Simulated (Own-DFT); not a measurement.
# Response to strain: wurtzite AlN, 128 atoms (Al64N64)

All numbers below are calculated, not measured. They come from Own-DFT, an in-house plane-wave density functional program, since retired, whose code no person has reviewed. Each row is one single-point run on a periodic cell that was not relaxed, without spin or spin-orbit coupling.

Settings of every run: PBE; PseudoDojo norm-conserving scalar-relativistic files; cutoff 42 hartree; 3 x 3 x 3 k mesh centred on Gamma; Gaussian smearing of 0.01 eV.

Known limits: k mesh not checked against a denser one; stress not checked against mesh or cutoff.

Unstrained cell vectors in Å: (12.448, 0.000, 0.000); (-6.224, 10.780, 0.000); (0.000, 0.000, 9.964). The unstrained cell has measured lattice constants (interpolated for alloys), not those of this functional. That, the random moves and any unrelaxed bonds set the pressure at no strain. Each run strains this cell uniformly, with the atoms carried along. Every atom was also moved at random, by a Gaussian of width 0.05 Å on each axis. Strain is the symmetric tensor, in per cent. Stress is positive in tension, and the pressure is minus a third of its trace.

```
run  e_xx (%)  e_yy (%)  e_zz (%)  e_yz (%)  e_xz (%)  e_xy (%)  s_xx (GPa)  s_yy (GPa)  s_zz (GPa)  s_yz (GPa)  s_xz (GPa)  s_xy (GPa)  P (GPa)  E (meV/atom)
  1      0.57      1.29      0.80     -0.01      0.89      0.82       -1.02        0.64        0.38       -0.40        2.54        2.97     0.00           0.4
  2      1.82     -1.64     -1.54     -1.14      0.71      0.29       -0.39      -13.15      -11.98       -3.54        1.38        1.98     8.51          22.3
  3     -1.50     -0.44     -0.64      1.95      1.12     -0.77      -13.32      -11.70      -11.37        5.29        2.98       -2.98    12.13          50.3
  4      1.96      1.12     -0.32     -0.15      0.57      0.57        3.45        2.01       -5.30       -0.15        1.41        2.05    -0.05           6.9
  5      0.45      0.68      0.80     -1.63     -1.99     -1.42       -4.11       -2.08       -0.97       -4.02       -4.86       -4.61     2.39          32.8
  6      0.02      0.05     -1.88      0.39     -0.45     -0.11       -7.00       -7.23      -16.48        1.22       -1.40        0.78    10.24          44.7
  7     -1.42      1.50     -0.12      1.35      1.95     -0.76      -12.98       -0.23       -4.92        3.38        4.53       -1.18     6.04          27.3
  8     -0.89     -0.36     -0.71     -0.71     -1.48      1.09      -10.14      -10.78      -10.15       -0.70       -3.09        5.65    10.35          40.2
  9      1.05     -1.64      1.80     -0.23      0.64      1.14       -3.75       -9.90        2.79       -0.24        2.05        4.04     3.62          16.1
 10     -0.71      0.99     -0.21      1.89     -1.32      0.15       -7.51       -0.92       -7.91        4.54       -2.93       -0.55     5.45          13.1
 11      0.23      0.57      1.32      1.46     -1.51      1.08       -1.33       -1.47       -0.19        3.13       -3.50        2.79     1.00           0.0
 12      1.55      0.46      0.70      0.47     -0.05      0.08        1.78       -1.25       -0.97        0.94       -0.15       -0.26     0.15           5.4
 13      0.04     -1.83     -0.02      1.53     -0.20     -1.42       -8.20      -14.64       -7.23        3.61       -1.01       -6.72    10.02          35.7
 14      0.87      0.33      1.90     -0.49      1.38     -1.35        0.86       -1.89        2.91       -1.14        2.83       -4.37    -0.63           7.0
 15      1.38     -1.77      1.61     -1.50     -0.47     -0.80       -0.33      -11.23        1.31       -2.87       -1.17       -2.69     3.42          17.3
 16      1.58      0.24      0.83      1.17     -1.97     -1.27           ?           ?           ?           ?           ?           ?        ?             ?
```

E is the free energy for each atom above the lowest run shown.

## Worked fit

Each stress component was fitted by least squares to a constant and the strains of the runs shown, as fractions, with shears doubled. Shear strains stay in the fit of a normal stress only where such slopes are resolved. The slopes, in GPa:

| stress | at no strain | per e_xx | per e_yy | per e_zz | scatter |
|---|---|---|---|---|---|
| s_xx | -6.0 | 454 ± 33 | 114 ± 30 | 69 ± 31 | 1.28 |
| s_yy | -6.1 | 137 ± 22 | 483 ± 20 | 96 ± 20 | 0.84 |
| s_zz | -6.1 | 88 ± 27 | 73 ± 25 | 477 ± 25 | 1.06 |

Each shear stress against twice its own strain: yz 112 ± 7, xz 120 ± 3, xy 189 ± 7 GPa. These are stiffnesses along x, y and z of the frame in which the cell vectors are given, which need not be the crystal's axes. The atoms are held to the strained lattice; where symmetry lets them move under strain, relaxing them would lower some slopes. The table should be nearly symmetric about its diagonal, and what it lacks of that shows the noise. A ninth of its sum, 221 ± 4 GPa, estimates the bulk modulus near the mean pressure of these runs, 4.8 GPa, so it lies above the value at zero pressure.

## Withheld run

Question: what normal stresses and pressure should run 16 give?

The fit gives s_xx = 2.0, s_yy = -1.9, s_zz = -0.6 and P = 0.2 GPa. The calculation gave 1.53, -1.07, -1.89 and P = 0.48 GPa.
